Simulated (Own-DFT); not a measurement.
# Short bonds, stiff crystals?

The numbers are computed, not measured, by runs of the plane-wave DFT program Own-DFT (in-house, retired, unreviewed) at fixed positions, with no spin and no spin-orbit coupling.

Known weak points (not all hold for every row): forces on such cells moved up to 12 meV/angstrom on a denser k mesh; forces not confirmed at this smearing and k mesh; k mesh not checked against a denser one; forces on such cells passed a denser k mesh, each cell not checked; stress not checked against mesh or cutoff.

All runs are PBE with PseudoDojo norm-conserving files; cutoff and k mesh are each material's own. Every cell starts from measured lattice constants and was given uniform random strains and small random moves of its atoms. Each triple is the change of volume in per cent, the rms move u in Å and the pressure in GPa.

- 2H SiC (C36Si36), 10.36 Å³/atom unstrained: (-3.17, 0.052, 13.90); (-1.11, 0.048, 7.67); (0.28, 0.049, 5.04); (0.42, 0.045, 4.34); (0.87, 0.047, 4.00); (1.93, 0.052, 1.33); (3.10, 0.050, -1.04)
- wurtzite AlN (Al64N64), 10.45 Å³/atom unstrained: (-3.01, 0.049, 12.54); (-2.10, 0.054, 11.31); (-0.73, 0.048, 7.05); (0.08, 0.047, 5.40); (0.47, 0.049, 4.46); (0.50, 0.050, 5.29); (3.27, 0.050, -0.66)
- wurtzite GaN (Ga48N48), 11.42 Å³/atom unstrained: withheld
- diamond silicon (Si64), 20.02 Å³/atom unstrained: (-3.22, 0.051, 6.26); (-2.07, 0.049, 4.71); (-1.73, 0.053, 4.40); (-0.62, 0.054, 3.38); (0.24, 0.046, 2.34); (2.31, 0.054, 0.51); (2.98, 0.051, 0.09)
- zincblende GaAs (As32Ga32), 22.58 Å³/atom unstrained: (-3.23, 0.051, 6.84); (-3.23, 0.052, 6.82); (-3.20, 0.049, 6.56); (-0.39, 0.048, 4.34); (1.17, 0.049, 3.28); (1.70, 0.053, 3.02); (1.88, 0.047, 2.58)
- zincblende InP (In32P32), 25.27 Å³/atom unstrained: (-2.53, 0.049, 5.79); (-1.91, 0.050, 5.25); (-1.53, 0.052, 4.82); (0.34, 0.051, 3.40); (0.61, 0.048, 3.03); (2.44, 0.052, 2.20); (3.01, 0.051, 1.57)
- grey tin (Sn64), 34.15 Å³/atom unstrained: (-3.63, 0.054, 6.15); (-1.38, 0.049, 4.71); (-1.02, 0.046, 4.25); (-0.29, 0.050, 3.84); (-0.27, 0.052, 3.86); (-0.10, 0.045, 3.70); (1.51, 0.052, 2.92)

## Working it out

Fit a line to each set against the fractional change of volume; B is minus its slope, and u is nearly the same within a set. To take it to zero pressure, assume that B rises by 4 GPa for each GPa: B0 = B - 4 x (mean pressure). The bond length of an ideal tetrahedral crystal with the unstrained volume v is d = (√3/4)(8 v)^(1/3). Cohen's empirical rule reads B0 = (1971 - 220 L) d^(-3.5) GPa, with L = 0 for group IV crystals and SiC and 1 for III-V compounds.

```
                  material  L  d (Å)   B (GPa)  mean P (GPa)  B0 (GPa)  rule (GPa)
          2H SiC (C36Si36)  0  1.888  234 ± 11           5.0  214 ± 11         213
    wurtzite AlN (Al64N64)  1  1.893  216 ± 11           6.5  190 ± 11         188
    wurtzite GaN (Ga48N48)  1  1.950         ?             ?         ?         169
    diamond silicon (Si64)  0  2.352    98 ± 4           3.1    86 ± 4          99
zincblende GaAs (As32Ga32)  1  2.448    79 ± 2           4.8    60 ± 2          76
  zincblende InP (In32P32)  1  2.541    74 ± 4           3.7    59 ± 4          67
           grey tin (Sn64)  0  2.810    64 ± 3           4.2    48 ± 3          53
```

A line through ln[B0/(1971 - 220 L)] against ln d has a slope of -3.9 ± 0.2 and a scatter of 7 %. Against the rule, B0 stands at 100 % for 2H SiC, 102 % for wurtzite AlN, 87 % for diamond silicon, 79 % for zincblende GaAs, 88 % for zincblende InP, 90 % for grey tin. PBE tends to make silicon and heavier crystals too soft, and the rule itself is only a guide.

## Prediction

Question: what B0 does the fitted trend give for wurtzite GaN (Ga48N48)?

The line gives 164 GPa. Its own runs give B = 190 ± 5 GPa at a mean pressure of 5.8 GPa, so B0 = 167 GPa.
